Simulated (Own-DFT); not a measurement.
## Calculated data, Si$_{12}$O$_{23}$ (quartz with two neutral oxygen vacancies, strained, atoms displaced)

Computed with Own-DFT development build. A calculation, not a measurement: plane-wave PBE and HSE06 DFT by an unreviewed code, no spin, of a simulated cell at Gamma alone, so results move with cell size and shape, stress positive in tension, energies less offsets, not probed for a lower state with spin; oxygen file: force components 24 meV/angstrom off all-electron in a glass; k mesh not checked against a denser one; forces and stress are PBE's, HSE06 gives the energy alone, and its difference from PBE has offsets of its own; offsets are fitted by least squares, one for each functional and potential file, so energies compare only between cells with the same atoms and settings and are not formation energies; the far tail of each file's local potential was reset to the Coulomb form; each entry is a single point on an unrelaxed cell, so the pressure reflects the starting lattice, mostly measured values (interpolated for alloys), from which strain is counted, and rises with the displacements; printed positions are rounded, which can move forces by about a meV/angstrom; the program, named Own-DFT, is a retired in-house code; no spin-orbit coupling.

Settings shared by all entries: first functional PBE; second functional HSE06; exact exchange share 0.25; screening 0.11 1/bohr; exchange divergence Gygi-Baldereschi; potential files PseudoDojo norm-conserving, scalar-relativistic, made for PBE, standard set; wave cutoff 48 hartree; occupations fixed; k mesh 1 x 1 x 1 centred on Gamma.

```json
{"entry": 1, "formula": "Si12O23", "kind": "quartz with two neutral oxygen vacancies, strained, atoms displaced", "structure": {"cell_angstrom": [[9.8263, -0.0499, 0.0352], [-4.9564, 8.7002, 0.1407], [0.0388, 0.2011, 10.9708]], "atoms_fractional": [["Si", 0.2355, 0.99955, 0.99555], ["Si", 0.00248, 0.23408, 0.33109], ["Si", 0.2639, 0.26693, 0.16442], ["O", 0.21384, 0.14026, 0.05695], ["O", 0.42589, 0.29762, 0.22409], ["O", 0.37258, 0.07682, 0.39187], ["O", 0.07225, 0.37163, 0.43883], ["O", 0.12929, 0.2081, 0.27615], ["O", 0.29837, 0.43076, 0.10651], ["Si", 0.23601, 0.00119, 0.49669], ["Si", 0.99907, 0.23655, 0.83869], ["Si", 0.26576, 0.26812, 0.66811], ["O", 0.20711, 0.13761, 0.55855], ["O", 0.42538, 0.2902, 0.72972], ["O", 0.3657, 0.08111, 0.89443], ["O", 0.07465, 0.36916, 0.94174], ["O", 0.29453, 0.43075, 0.60704], ["Si", 0.23307, 0.50192, 0.99784], ["Si", 0.99906, 0.73191, 0.33219], ["Si", 0.2623, 0.76582, 0.17274], ["O", 0.20656, 0.63262, 0.06042], ["O", 0.42842, 0.79764, 0.22909], ["O", 0.36875, 0.57057, 0.39257], ["O", 0.07862, 0.871, 0.44075], ["O", 0.12719, 0.69881, 0.2781], ["O", 0.29728, 0.93092, 0.10671], ["Si", 0.23298, 0.50099, 0.49483], ["Si", 0.00092, 0.73479, 0.83372], ["Si", 0.26923, 0.76682, 0.66423], ["O", 0.20508, 0.62996, 0.55707], ["O", 0.42603, 0.79319, 0.7268], ["O", 0.36859, 0.57836, 0.89121], ["O", 0.06874, 0.86485, 0.93711], ["O", 0.13047, 0.70683, 0.77104], ["O", 0.28944, 0.92275, 0.60652], ["Si", 0.73218, 0.99935, 0.99657], ["Si", 0.49479, 0.23626, 0.33458], ["Si", 0.76349, 0.26014, 0.16857], ["O", 0.7016, 0.13289, 0.06029], ["O", 0.92818, 0.29569, 0.23087], ["O", 0.86422, 0.0764, 0.39097], ["O", 0.5745, 0.37132, 0.44044], ["O", 0.63859, 0.20535, 0.27369], ["O", 0.79358, 0.42623, 0.10749], ["Si", 0.73287, 0.00468, 0.50182], ["Si", 0.49453, 0.23698, 0.82863], ["Si", 0.76235, 0.26824, 0.66628], ["O", 0.70664, 0.1329, 0.56032], ["O", 0.87355, 0.08182, 0.89657], ["O", 0.5698, 0.36597, 0.94209], ["O", 0.64445, 0.20955, 0.77486], ["O", 0.79167, 0.42412, 0.60986], ["Si", 0.73587, 0.50102, 0.00256], ["Si", 0.501, 0.74009, 0.33508], ["Si", 0.76571, 0.76667, 0.16441], ["O", 0.70714, 0.63072, 0.0615], ["O", 0.93064, 0.79104, 0.2285], ["O", 0.86392, 0.57163, 0.39154], ["O", 0.57226, 0.86407, 0.44083], ["O", 0.62963, 0.69994, 0.27007], ["O", 0.79392, 0.92327, 0.10826], ["Si", 0.73711, 0.49808, 0.49704], ["Si", 0.4974, 0.73678, 0.82703], ["Si", 0.76551, 0.76397, 0.668], ["O", 0.70115, 0.63211, 0.56299], ["O", 0.92029, 0.78884, 0.72983], ["O", 0.86706, 0.57347, 0.89209], ["O", 0.57435, 0.86709, 0.93891], ["O", 0.63246, 0.70754, 0.77742], ["O", 0.79195, 0.92541, 0.60831]]}, "results": {"PBE_energy_of_cell_above_offsets [eV]": "-20.618", "HSE06_less_PBE_above_offsets [eV]": "0.863", "PBE_pressure [GPa]": 1.61, "PBE_stress_xx [GPa]": -3.34, "PBE_stress_yy [GPa]": -0.75, "PBE_stress_zz [GPa]": -0.73, "PBE_stress_yz [GPa]": 7.1, "PBE_stress_xz [GPa]": 0.95, "PBE_stress_xy [GPa]": -1.77, "force_element": ["Si", "Si", "Si", "O", "O", "O", "O", "O", "O", "Si", "Si", "Si", "O", "O", "O", "O", "O", "Si", "Si", "Si", "O", "O", "O", "O", "O", "O", "Si", "Si", "Si", "O", "O", "O", "O", "O", "O", "Si", "Si", "Si", "O", "O", "O", "O", "O", "O", "Si", "Si", "Si", "O", "O", "O", "O", "O", "Si", "Si", "Si", "O", "O", "O", "O", "O", "O", "Si", "Si", "Si", "O", "O", "O", "O", "O", "O"], "force_x [eV/angstrom]": [-2.226, -3.291, -0.131, 0.008, 0.979, -0.608, -0.177, 4.295, -0.737, -0.751, 1.096, -2.75, 1.072, -2.188, 1.038, -0.407, 0.119, 0.907, -0.665, 0.971, -0.359, -0.893, 0.488, -0.753, 1.741, -0.257, 0.266, -0.793, -1.416, -0.317, -0.975, -0.584, 0.888, 1.48, -0.183, -0.369, 2.783, 1.199, 1.097, -0.662, -0.228, -0.408, -3.765, 0.564, 1.257, 5.549, 5.44, -1.066, -0.668, 0.457, -4.73, -1.242, -0.736, 1.623, 1.391, -0.132, -1.897, 0.918, 0.196, -0.889, -1.325, -2.356, 1.997, -1.309, 1.417, 1.294, -0.09, -0.357, 0.643, -0.484], "force_y [eV/angstrom]": [-0.416, 2.13, -0.54, -0.816, -0.328, -1.767, -1.56, -0.527, 0.126, 0.883, 3.8, -0.913, -0.495, 1.658, -0.625, -0.437, -0.057, 0.576, 1.787, -0.65, 1.426, 0.201, 1.125, -2.167, -0.061, -1.009, -0.74, 0.221, -2.583, 1.867, 1.172, -0.786, 1.099, 0.008, 1.34, 0.298, 3.077, 1.311, -0.753, 0.241, -0.772, -1.635, -0.364, -0.8, -1.717, 1.034, -2.117, 1.18, -3.269, -0.326, -1.115, 2.652, -1.231, -1.379, -2.693, 1.124, 0.588, 0.39, 0.811, 0.552, 2.357, 1.025, 0.493, -0.815, -0.915, 0.574, -0.456, -0.688, -0.047, 0.445], "force_z [eV/angstrom]": [2.409, 3.06, -0.467, 0.091, 1.096, 0.883, -1.172, -2.291, -0.662, 1.971, -4.854, 0.269, -0.111, -3.529, -1.328, 0.065, -0.392, 1.187, 2.546, -2.63, 1.439, -0.449, -0.925, -1.839, -0.607, 0.108, 1.658, 0.041, -0.909, 1.373, -1.776, 0.409, 0.702, -0.616, -0.876, 2.166, -1.613, -2.198, -0.189, -1.384, 0.729, -1.129, 2.735, 0.467, -0.401, 4.434, -0.183, 0.715, 1.523, -1.005, 3.2, -2.015, -0.987, -0.105, 0.685, 0.663, -1.678, -0.514, 0.511, 0.74, -1.944, 2.812, 3.412, -1.107, -0.514, 0.156, 0.495, -1.098, -0.603, -0.651]}}
{"entry": 2, "formula": "Si12O23", "kind": "quartz with two neutral oxygen vacancies, strained, atoms displaced", "structure": {"cell_angstrom": [[9.809, 0.0788, -0.0704], [-4.8363, 8.3635, 0.0162], [-0.0774, -0.0241, 11.0084]], "atoms_fractional": [["Si", 0.24027, 0.00347, 0.99967], ["Si", 0.99645, 0.22945, 0.33319], ["Si", 0.2649, 0.25819, 0.16259], ["O", 0.20842, 0.13594, 0.05572], ["O", 0.42747, 0.29403, 0.22924], ["O", 0.36209, 0.06784, 0.39133], ["O", 0.07491, 0.36782, 0.446], ["O", 0.13351, 0.20012, 0.27413], ["O", 0.2894, 0.42517, 0.11103], ["Si", 0.23678, 0.00186, 0.49911], ["Si", 0.99688, 0.23527, 0.83867], ["Si", 0.27258, 0.26723, 0.6693], ["O", 0.20936, 0.13383, 0.56039], ["O", 0.42391, 0.29144, 0.72603], ["O", 0.36498, 0.07155, 0.89393], ["O", 0.0673, 0.36638, 0.94143], ["O", 0.13626, 0.20685, 0.77253], ["O", 0.29399, 0.4264, 0.60771], ["Si", 0.23025, 0.4996, 0.99798], ["Si", 0.99764, 0.73043, 0.33795], ["Si", 0.26491, 0.76623, 0.16773], ["O", 0.20776, 0.62811, 0.06458], ["O", 0.42832, 0.79966, 0.22891], ["O", 0.3689, 0.57578, 0.39813], ["O", 0.08411, 0.87135, 0.44149], ["O", 0.13034, 0.70972, 0.27495], ["O", 0.28847, 0.93005, 0.10715], ["Si", 0.23366, 0.50065, 0.49957], ["Si", 0.00108, 0.73604, 0.83572], ["Si", 0.26033, 0.76644, 0.66547], ["O", 0.20107, 0.63919, 0.55601], ["O", 0.42668, 0.79493, 0.72552], ["O", 0.36626, 0.57032, 0.89269], ["O", 0.07844, 0.86665, 0.94133], ["O", 0.13805, 0.71229, 0.77317], ["O", 0.29078, 0.92923, 0.60993], ["Si", 0.73919, 0.00287, 0.99889], ["Si", 0.49888, 0.23395, 0.33415], ["Si", 0.7648, 0.26822, 0.16446], ["O", 0.92184, 0.29837, 0.2277], ["O", 0.87036, 0.07518, 0.39475], ["O", 0.56996, 0.36375, 0.44087], ["O", 0.6333, 0.2071, 0.27469], ["Si", 0.73147, 0.99391, 0.50177], ["Si", 0.5007, 0.23896, 0.83295], ["Si", 0.76702, 0.26963, 0.6661], ["O", 0.70897, 0.13605, 0.56122], ["O", 0.92542, 0.29011, 0.72878], ["O", 0.86688, 0.06855, 0.89252], ["O", 0.57427, 0.36578, 0.93891], ["O", 0.63063, 0.20079, 0.77245], ["O", 0.79647, 0.42948, 0.60585], ["Si", 0.73947, 0.51186, 0.00121], ["Si", 0.49351, 0.73085, 0.33158], ["Si", 0.7709, 0.76115, 0.16751], ["O", 0.70416, 0.63084, 0.05968], ["O", 0.92712, 0.79156, 0.23072], ["O", 0.86648, 0.57311, 0.39207], ["O", 0.56893, 0.86495, 0.43639], ["O", 0.6386, 0.70866, 0.27364], ["O", 0.79325, 0.92188, 0.11065], ["Si", 0.72604, 0.49977, 0.50457], ["Si", 0.49942, 0.73574, 0.83464], ["Si", 0.76615, 0.76303, 0.66682], ["O", 0.70734, 0.62895, 0.55773], ["O", 0.9195, 0.78448, 0.72352], ["O", 0.86916, 0.57543, 0.88892], ["O", 0.5698, 0.86524, 0.94016], ["O", 0.63216, 0.70666, 0.76461], ["O", 0.79509, 0.92882, 0.61327]]}, "results": {"PBE_energy_of_cell_above_offsets [eV]": "-20.835", "HSE06_less_PBE_above_offsets [eV]": "0.143", "PBE_pressure [GPa]": 6.49, "PBE_stress_xx [GPa]": -6.34, "PBE_stress_yy [GPa]": -9.42, "PBE_stress_zz [GPa]": -3.72, "PBE_stress_yz [GPa]": -1.56, "PBE_stress_xz [GPa]": -2.62, "PBE_stress_xy [GPa]": 0.86, "force_element": ["Si", "Si", "Si", "O", "O", "O", "O", "O", "O", "Si", "Si", "Si", "O", "O", "O", "O", "O", "O", "Si", "Si", "Si", "O", "O", "O", "O", "O", "O", "Si", "Si", "Si", "O", "O", "O", "O", "O", "O", "Si", "Si", "Si", "O", "O", "O", "O", "Si", "Si", "Si", "O", "O", "O", "O", "O", "O", "Si", "Si", "Si", "O", "O", "O", "O", "O", "O", "Si", "Si", "Si", "O", "O", "O", "O", "O", "O"], "force_x [eV/angstrom]": [-0.714, 1.209, -1.274, -0.611, -0.611, 0.878, -1.296, -0.313, -0.412, 1.551, 2.254, -5.015, -0.708, 3.752, 0.853, -0.302, -1.149, -0.284, 3.117, 0.384, -1.245, -1.755, -0.67, -0.256, -2.564, 2.491, 1.662, 0.66, 0.891, 1.752, 0.588, -0.301, -0.539, -0.839, -1.032, 0.107, -1.479, 0.147, -2.208, 2.645, -1.485, -0.294, 0.637, 0.186, 1.286, -0.002, 0.094, -0.268, 0.38, 0.202, -0.119, -0.463, 4.125, 2.855, -2.582, -2.587, 0.937, -1.832, 0.539, -1.051, -0.387, 5.226, 0.237, -1.921, -3.873, 3.137, -1.181, 0.575, -1.379, -0.357], "force_y [eV/angstrom]": [-0.224, 2.899, 1.654, -0.488, 0.207, 0.764, -2.402, 0.239, 0.556, 1.231, -0.896, -1.617, 1.223, 1.065, 0.997, 0.577, 0.186, 1.338, -1.118, 2.266, -0.188, 2.142, 0.116, -1.14, -3.159, -0.229, -1.091, 1.188, 1.313, -0.218, -0.937, -0.218, -0.577, -0.201, -0.663, 1.271, 0.843, -1.209, -0.629, 0.288, -2.697, 0.243, -0.054, 1.416, -2.06, -2.003, -0.801, 0.539, -0.542, 1.835, 0.658, 1.175, -6.124, 0.623, 0.324, 2.571, 0.415, -2.543, 0.92, -0.449, 1.402, -3.407, -0.623, -0.497, 4.961, 0.532, -1.878, 0.981, -0.694, 0.617], "force_z [eV/angstrom]": [-1.49, -0.369, 2.933, -0.944, -1.017, -0.525, -2.362, -0.562, -1.132, 0.946, -2.84, -1.782, 0.562, 1.414, -0.923, 0.756, 1.038, -0.449, 0.186, 0.52, 0.876, 0.818, -0.914, -0.088, -1.719, -1.616, 1.719, 1.63, -2.077, 0.397, -0.447, 0.001, 0.599, -0.03, 1.084, -0.214, 2.65, 0.298, -2.837, 1.504, 1.712, 0.522, -0.522, -0.573, -0.139, 1.376, -0.82, -0.115, -0.143, 1.081, -0.296, -0.172, -1.837, -0.365, 1.458, 1.3, -0.156, 2.228, 0.956, 0.288, -1.444, -4.251, -2.122, -1.158, 2.685, 1.742, 1.661, 0.928, 1.834, -1.252]}}
{"entry": 3, "formula": "Si12O23", "kind": "quartz with two neutral oxygen vacancies, strained, atoms displaced", "structure": {"cell_angstrom": [[9.7652, 0.0824, -0.0723], [-4.8112, 8.3432, 0.0946], [-0.0795, 0.0743, 10.7077]], "atoms_fractional": [["Si", 0.23537, 0.00036, 0.00116], ["Si", 0.99619, 0.2292, 0.33044], ["Si", 0.27, 0.26869, 0.16723], ["O", 0.20488, 0.13388, 0.05281], ["O", 0.42819, 0.29735, 0.2302], ["O", 0.36807, 0.078, 0.39335], ["O", 0.07681, 0.36501, 0.44332], ["O", 0.13407, 0.20685, 0.2743], ["O", 0.2919, 0.42603, 0.10662], ["Si", 0.22995, 0.99615, 0.49511], ["Si", 0.00664, 0.23424, 0.83327], ["Si", 0.26161, 0.26531, 0.66923], ["O", 0.20539, 0.13313, 0.56366], ["O", 0.43311, 0.30072, 0.72453], ["O", 0.36603, 0.08029, 0.89306], ["O", 0.06474, 0.36215, 0.94279], ["O", 0.12528, 0.20676, 0.77223], ["O", 0.28935, 0.42302, 0.60824], ["Si", 0.23436, 0.49916, 0.00026], ["Si", 0.99939, 0.73869, 0.33129], ["Si", 0.27092, 0.76958, 0.16417], ["O", 0.20598, 0.6333, 0.06565], ["O", 0.43218, 0.7912, 0.22219], ["O", 0.36577, 0.57194, 0.39622], ["O", 0.06787, 0.86431, 0.4395], ["O", 0.13043, 0.70564, 0.26973], ["O", 0.29574, 0.92699, 0.10504], ["Si", 0.23582, 0.5034, 0.4982], ["Si", 0.00209, 0.73614, 0.83547], ["Si", 0.26376, 0.76016, 0.6604], ["O", 0.20929, 0.63318, 0.5676], ["O", 0.42619, 0.7975, 0.72682], ["O", 0.36785, 0.56878, 0.89528], ["O", 0.0753, 0.86807, 0.94468], ["O", 0.12839, 0.70223, 0.77228], ["O", 0.29691, 0.92718, 0.60704], ["Si", 0.73211, 0.99491, 0.99702], ["Si", 0.50196, 0.23328, 0.33458], ["Si", 0.76407, 0.26413, 0.16895], ["O", 0.70889, 0.1347, 0.0588], ["O", 0.92875, 0.29185, 0.22854], ["O", 0.86388, 0.07428, 0.39194], ["O", 0.57955, 0.36952, 0.44124], ["O", 0.63689, 0.21457, 0.27479], ["O", 0.78738, 0.41642, 0.10435], ["Si", 0.73971, 0.00513, 0.50216], ["Si", 0.4999, 0.23617, 0.83428], ["Si", 0.76804, 0.26924, 0.6635], ["O", 0.92539, 0.29269, 0.72633], ["O", 0.86503, 0.07616, 0.8922], ["O", 0.57036, 0.36587, 0.94148], ["O", 0.63398, 0.20148, 0.77395], ["O", 0.79597, 0.42495, 0.60557], ["Si", 0.73325, 0.50046, 0.99884], ["Si", 0.4984, 0.73434, 0.33508], ["Si", 0.77087, 0.76659, 0.16603], ["O", 0.7067, 0.6322, 0.05569], ["O", 0.93232, 0.79727, 0.2233], ["O", 0.87026, 0.58248, 0.38597], ["O", 0.56971, 0.86237, 0.44052], ["O", 0.62994, 0.70347, 0.27378], ["O", 0.79506, 0.92847, 0.10716], ["Si", 0.73608, 0.5056, 0.49973], ["Si", 0.50134, 0.73435, 0.83353], ["Si", 0.76617, 0.76865, 0.67109], ["O", 0.71136, 0.63635, 0.55811], ["O", 0.92382, 0.78878, 0.72629], ["O", 0.86669, 0.57041, 0.88831], ["O", 0.57624, 0.86539, 0.94032], ["O", 0.62601, 0.69699, 0.77458]]}, "results": {"PBE_energy_of_cell_above_offsets [eV]": "-19.290", "HSE06_less_PBE_above_offsets [eV]": "-0.689", "PBE_pressure [GPa]": 13.73, "PBE_stress_xx [GPa]": -13.17, "PBE_stress_yy [GPa]": -15.81, "PBE_stress_zz [GPa]": -12.22, "PBE_stress_yz [GPa]": 2.22, "PBE_stress_xz [GPa]": -2.59, "PBE_stress_xy [GPa]": 1.76, "force_element": ["Si", "Si", "Si", "O", "O", "O", "O", "O", "O", "Si", "Si", "Si", "O", "O", "O", "O", "O", "O", "Si", "Si", "Si", "O", "O", "O", "O", "O", "O", "Si", "Si", "Si", "O", "O", "O", "O", "O", "O", "Si", "Si", "Si", "O", "O", "O", "O", "O", "O", "Si", "Si", "Si", "O", "O", "O", "O", "O", "Si", "Si", "Si", "O", "O", "O", "O", "O", "O", "Si", "Si", "Si", "O", "O", "O", "O", "O"], "force_x [eV/angstrom]": [0.269, 2.63, -1.038, -1.003, 0.483, -0.561, -1.171, 1.219, 0.56, 0.401, -6.65, 2.078, 0.084, -1.315, -0.425, 0.972, 6.069, -0.548, -2.037, 2.912, -0.276, 0.091, -1.042, 0.761, -0.264, 1.089, 0.442, -0.221, 0.583, -1.047, -0.262, 0.784, -0.064, -1.046, 1.578, -0.957, 0.581, -0.241, 1.946, -0.326, -2.266, 0.334, -0.936, 0.911, -0.849, -1.394, 1.835, 1.188, 1.174, 0.342, -0.238, -0.37, -1.118, 1.796, 1.534, -2.37, -1.243, -0.733, -1.884, 0.223, 1.95, 0.533, 2.231, -1.468, -2.891, -1.555, 1.031, -0.777, -1.657, 1.629], "force_y [eV/angstrom]": [0.981, 2.3, -2.849, 2.195, 0.483, -2.281, -1.291, -0.527, 1.097, 1.607, 0.877, -1.191, -1.286, 0.075, -2.292, 1.534, -1.264, 2.558, 0.107, 0.398, -2.129, -1.389, 0.835, 0.152, 0.945, 0.5, 2.1, -1.748, -0.018, 3.677, -4.272, 0.012, 0.056, -1.406, 0.214, 1.348, 3.313, 2.48, -2.347, -0.592, 1.238, -1.78, -1.182, -1.288, 3.6, -1.139, 0.672, -5.858, 0.614, -1.284, 0.443, 0.142, 3.934, -1.259, -0.523, -1.743, 2.151, 1.305, -4.117, 2.096, 0.0, 0.408, -0.378, -0.386, 1.552, 1.616, 1.169, -1.11, -1.556, -0.298], "force_z [eV/angstrom]": [-1.589, 2.624, -0.288, 2.118, -0.605, 0.475, -1.224, -0.453, 0.671, 2.268, 2.142, 0.492, -1.087, -0.673, 0.549, 0.895, -2.129, -0.574, -1.076, -0.774, 2.699, -1.982, -0.893, -1.203, 0.787, 0.053, 0.381, 1.248, 0.315, 6.407, -4.889, 0.369, -0.356, -0.881, -0.792, -1.355, 0.73, 0.744, -0.418, 0.127, -2.416, -0.257, -0.625, 0.561, -1.017, 3.978, -1.296, 1.032, 0.092, -0.13, 0.423, -0.11, -1.814, -1.564, -0.424, 0.472, 1.467, -1.645, 2.56, 1.554, -0.912, 0.455, -1.696, -0.211, -3.01, 1.181, 0.152, 1.255, -0.526, -0.382]}}
{"entry": 4, "formula": "Si12O23", "kind": "quartz with two neutral oxygen vacancies, strained, atoms displaced", "structure": {"cell_angstrom": [[9.9044, -0.1322, -0.0245], [-5.0667, 8.7218, 0.0787], [-0.027, 0.0844, 11.0116]], "atoms_fractional": [["Si", 0.2369, 0.0011, 0.00107], ["Si", 0.00376, 0.24185, 0.33013], ["Si", 0.26654, 0.26881, 0.16649], ["O", 0.21123, 0.13196, 0.06107], ["O", 0.43108, 0.29654, 0.22677], ["O", 0.07172, 0.36545, 0.44109], ["O", 0.12655, 0.20297, 0.27161], ["O", 0.29238, 0.42235, 0.10784], ["Si", 0.23028, 0.99817, 0.4973], ["Si", 0.99504, 0.22919, 0.82976], ["Si", 0.2679, 0.26128, 0.66473], ["O", 0.20731, 0.13348, 0.56193], ["O", 0.42566, 0.29084, 0.72764], ["O", 0.36459, 0.07745, 0.88741], ["O", 0.06732, 0.36148, 0.93902], ["O", 0.13071, 0.20243, 0.78121], ["O", 0.29804, 0.43116, 0.6054], ["Si", 0.2381, 0.49565, 0.99594], ["Si", 0.00814, 0.7418, 0.33094], ["Si", 0.26714, 0.76617, 0.17084], ["O", 0.20586, 0.63781, 0.06433], ["O", 0.42679, 0.79261, 0.22739], ["O", 0.36563, 0.57021, 0.3958], ["O", 0.06181, 0.86374, 0.43959], ["O", 0.13833, 0.71356, 0.27687], ["O", 0.29399, 0.92771, 0.10637], ["Si", 0.23598, 0.50335, 0.50324], ["Si", 0.00029, 0.73466, 0.84068], ["Si", 0.2631, 0.76465, 0.66318], ["O", 0.20946, 0.63361, 0.55417], ["O", 0.42858, 0.79642, 0.72068], ["O", 0.35751, 0.56727, 0.89281], ["O", 0.07325, 0.86611, 0.93926], ["O", 0.13295, 0.70328, 0.77524], ["O", 0.29013, 0.92662, 0.60368], ["Si", 0.73203, 0.00329, 7e-05], ["Si", 0.50084, 0.2311, 0.32654], ["Si", 0.77062, 0.26787, 0.16647], ["O", 0.70522, 0.13617, 0.05452], ["O", 0.92578, 0.29392, 0.22337], ["O", 0.86255, 0.0686, 0.39916], ["O", 0.57307, 0.3668, 0.4389], ["O", 0.78989, 0.42995, 0.1078], ["Si", 0.73027, 0.00588, 0.49975], ["Si", 0.49282, 0.23071, 0.8336], ["Si", 0.76256, 0.26218, 0.66889], ["O", 0.70594, 0.13243, 0.56032], ["O", 0.92398, 0.29247, 0.72184], ["O", 0.86442, 0.07468, 0.89447], ["O", 0.57367, 0.36793, 0.93803], ["O", 0.63457, 0.20872, 0.77493], ["O", 0.79603, 0.42923, 0.6094], ["Si", 0.73802, 0.50255, 0.99991], ["Si", 0.49735, 0.73282, 0.32973], ["Si", 0.76161, 0.76473, 0.1677], ["O", 0.70728, 0.63103, 0.05289], ["O", 0.9334, 0.7995, 0.22178], ["O", 0.86908, 0.57433, 0.38897], ["O", 0.56932, 0.86296, 0.44446], ["O", 0.63079, 0.70996, 0.27425], ["O", 0.79194, 0.92859, 0.10907], ["Si", 0.73467, 0.49575, 0.5003], ["Si", 0.49703, 0.7373, 0.83228], ["Si", 0.76346, 0.76528, 0.66122], ["O", 0.70628, 0.63146, 0.56088], ["O", 0.92416, 0.79644, 0.73119], ["O", 0.85961, 0.57345, 0.89579], ["O", 0.57044, 0.86353, 0.94116], ["O", 0.6292, 0.6999, 0.76993], ["O", 0.79427, 0.93261, 0.6066]]}, "results": {"PBE_energy_of_cell_above_offsets [eV]": "-21.438", "HSE06_less_PBE_above_offsets [eV]": "1.227", "PBE_pressure [GPa]": -1.12, "PBE_stress_xx [GPa]": -1.16, "PBE_stress_yy [GPa]": 2.86, "PBE_stress_zz [GPa]": 1.65, "PBE_stress_yz [GPa]": 1.87, "PBE_stress_xz [GPa]": -0.54, "PBE_stress_xy [GPa]": -1.36, "force_element": ["Si", "Si", "Si", "O", "O", "O", "O", "O", "Si", "Si", "Si", "O", "O", "O", "O", "O", "O", "Si", "Si", "Si", "O", "O", "O", "O", "O", "O", "Si", "Si", "Si", "O", "O", "O", "O", "O", "O", "Si", "Si", "Si", "O", "O", "O", "O", "O", "Si", "Si", "Si", "O", "O", "O", "O", "O", "O", "Si", "Si", "Si", "O", "O", "O", "O", "O", "O", "Si", "Si", "Si", "O", "O", "O", "O", "O", "O"], "force_x [eV/angstrom]": [-0.31, -0.875, 1.0, -0.297, -1.655, 0.121, 1.111, -0.914, 0.423, -0.186, -2.695, 0.039, 0.078, -1.443, 0.553, 1.774, 0.626, -4.481, -2.901, -0.821, 1.634, 0.317, 0.381, 0.655, 0.866, 0.617, 0.482, -0.649, -0.448, -1.21, 0.176, 2.395, 0.517, -0.413, 0.302, 0.773, 1.595, -4.851, -0.055, 2.235, 1.444, -0.081, 1.402, 1.132, 3.038, -1.214, -1.377, 2.124, -0.47, -0.067, -1.177, 0.198, -2.351, -0.322, 1.471, -1.247, -0.554, -0.315, -0.486, 1.316, -0.536, 0.1, 1.646, 0.05, 0.719, 0.845, 2.366, -0.229, -1.878, -0.013], "force_y [eV/angstrom]": [-0.097, -2.103, -2.975, 0.889, 0.375, 0.118, 0.407, 1.911, 1.741, 2.039, 1.404, -0.979, 0.471, -3.668, 0.412, 0.566, -1.877, -0.509, -1.406, 0.142, -2.053, 0.628, 0.873, 1.034, -0.108, -0.497, -1.71, -0.172, -0.566, 1.769, -0.235, 2.891, 1.067, 0.395, -0.675, -0.913, -0.695, -0.498, 0.712, 0.452, 3.134, -1.114, -1.145, -2.54, 4.29, 0.621, 1.569, -0.175, -0.985, -0.868, -0.387, -0.916, -2.032, 0.632, -0.412, 2.466, -0.493, 0.183, -0.928, -0.477, -0.113, 1.87, -0.917, 0.75, -0.81, -0.441, 1.249, -0.235, 0.58, -0.917], "force_z [eV/angstrom]": [-0.426, 2.604, 0.387, 0.737, -1.076, -0.443, -0.855, -1.263, -1.068, 0.222, 0.948, -0.665, -0.536, 2.29, 0.12, -2.164, 1.217, 3.54, 0.202, -2.34, -1.035, -0.233, -1.127, 0.599, 0.071, 0.481, -0.94, -3.172, 0.0, 1.573, 0.759, -2.946, 1.171, -0.223, 0.262, 0.61, 2.08, -1.326, 1.043, 1.066, -2.842, -0.906, 0.967, 1.001, -0.3, -1.815, 1.012, 1.289, 0.2, -0.441, 0.64, -0.043, 0.819, 3.656, -1.8, 2.592, 0.114, 0.582, -1.464, -0.733, -0.572, -0.163, -0.94, 0.917, -0.856, 0.506, -2.145, -0.315, 0.714, 0.183]}}
```
